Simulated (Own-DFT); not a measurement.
# Response to strain: hcp Hf, 36 atoms (Hf36)

No measurement is shown. These are fixed-geometry runs of a retired plane-wave code named Own-DFT, which no person has reviewed; spin and spin-orbit coupling are neglected.

All runs used: PBE; PseudoDojo norm-conserving scalar-relativistic files; cutoff 42 hartree; 4 x 4 x 4 k mesh centred on Gamma; cold (Marzari-Vanderbilt) smearing of 0.2 eV.

Keep in mind: hafnium file: forces about 75 meV/angstrom off all-electron values; forces on such cells passed a denser k mesh, each cell not checked; stress not checked against mesh or cutoff.

Unstrained cell vectors in Å: (9.589, 0.000, 0.000); (-4.795, 8.305, 0.000); (0.000, 0.000, 10.102). The unstrained cell has measured lattice constants (interpolated for alloys), not those of this functional. That, the random moves and any unrelaxed bonds set the pressure at no strain. Each run strains this cell uniformly, with the atoms carried along. Each coordinate of each atom was shifted by a normal deviate of width 0.05 Å. Stress is counted positive in tension, P = -(s_xx + s_yy + s_zz)/3, and strain components are those of the symmetric tensor.

```
run  e_xx (%)  e_yy (%)  e_zz (%)  e_yz (%)  e_xz (%)  e_xy (%)  s_xx (GPa)  s_yy (GPa)  s_zz (GPa)  s_yz (GPa)  s_xz (GPa)  s_xy (GPa)  P (GPa)  E (meV/atom)
  1     -0.98      1.20     -0.84     -1.47     -0.04      1.62       -3.07       -0.24       -3.21       -1.41        0.04        2.22     2.18           3.6
  2     -1.31     -1.16     -0.54     -1.25     -1.12      1.88       -5.55       -5.07       -4.69       -1.07       -1.22        2.40     5.11          22.5
  3      0.71     -0.38      1.30      0.90     -0.26     -1.52        0.59       -0.57        1.24        0.72       -0.24       -2.27    -0.42           0.0
  4     -0.69      0.68     -1.04      0.93     -0.53     -1.02       -2.77       -1.41       -3.87        0.91       -0.48       -1.22     2.68           2.2
  5     -0.10      1.10      1.64      1.06      0.43      0.76        0.33        1.71        2.23        0.99        0.43        0.98    -1.42           0.5
  6     -0.58     -0.91      1.17      1.32     -1.94     -0.34       -2.48       -2.63       -0.51        1.20       -1.85       -0.20     1.88          15.9
  7     -1.60     -0.77     -1.34      1.98     -1.59      0.33       -6.47       -4.80       -6.84        2.06       -1.71        0.90     6.03          30.9
  8      1.36     -0.19      0.75      1.69      0.75     -0.14        1.69       -0.42        0.45        1.59        0.72       -0.30    -0.57           5.5
  9     -1.26      0.83     -1.06     -0.63     -1.81      1.99       -4.31       -1.37       -4.53       -0.40       -1.86        2.60     3.40          23.2
 10      1.34     -1.12      0.70      1.26      0.51      1.77        0.97       -2.41        0.01        1.31        0.43        2.42     0.48           4.5
 11      0.00     -1.34     -1.88     -0.99      0.19      1.88       -3.64       -5.54       -6.72       -1.11        0.29        2.80     5.30          14.9
 12      0.67     -1.14     -1.59      1.08      1.80     -1.89       -1.77       -4.52       -5.21        1.27        1.92       -2.42     3.83          10.2
 13      1.40     -0.21     -1.61     -0.48      0.73      0.56        0.01       -2.26       -4.21       -0.56        0.81        0.81     2.15          10.4
 14     -1.37     -0.83     -1.80     -1.42     -0.66      0.72       -6.35       -5.32       -7.71       -1.39       -0.53        1.23     6.46          27.0
 15     -0.80     -0.13     -1.98     -0.33      1.39      1.37       -4.45       -3.67       -6.81       -0.39        1.60        1.93     4.98          15.4
 16     -1.93     -1.75      1.46     -1.13      1.77     -0.79       -5.59       -4.74       -1.24       -1.06        1.67       -0.90     3.86           9.5
 17     -1.87     -1.61     -0.04      0.64     -1.54     -1.59       -6.19       -6.08       -4.19        0.61       -1.55       -2.24     5.48          13.5
 18      0.55      0.04     -1.33     -0.19      1.18     -1.16           ?           ?           ?           ?           ?           ?        ?             ?
```

E is the free energy for each atom above the lowest run shown.

## Working it out

Regress every stress component on the fractional strains (shears doubled) of the visible runs, with a constant. Shear strains stay in the fit of a normal stress only where such slopes are resolved. The slopes, in GPa:

| stress | at no strain | per e_xx | per e_yy | per e_zz | scatter |
|---|---|---|---|---|---|
| s_xx | -1.4 | 205 ± 4 | 73 ± 5 | 70 ± 4 | 0.19 |
| s_yy | -1.5 | 60 ± 3 | 196 ± 4 | 77 ± 3 | 0.15 |
| s_zz | -1.8 | 78 ± 5 | 69 ± 7 | 213 ± 5 | 0.25 |

The slope of each shear stress on twice its own strain, from a fit on all six strains: yz 51 ± 2, xz 50 ± 1, xy 69 ± 2 GPa. These are stiffnesses along x, y and z of the frame in which the cell vectors are given, with the crystal's c axis along z: C11, C12, C13 and C33. Hexagonal symmetry asks that xx and yy behave alike, which is a second check on the noise. No internal relaxation is included, and where it is allowed it would reduce some of the slopes. Slopes across the diagonal should nearly agree, so their difference gauges the noise. A ninth of the table's sum, 116 ± 2 GPa, estimates the bulk modulus near the mean pressure of these runs, 3.0 GPa, so it lies above the value at zero pressure.

## Prediction

The question: what normal stresses and pressure should run 18 give?

Estimate: s_xx = -1.2, s_yy = -2.1, s_zz = -4.2 and P = 2.5 GPa. The hidden result is -0.96, -2.34, -4.07 and P = 2.46 GPa.
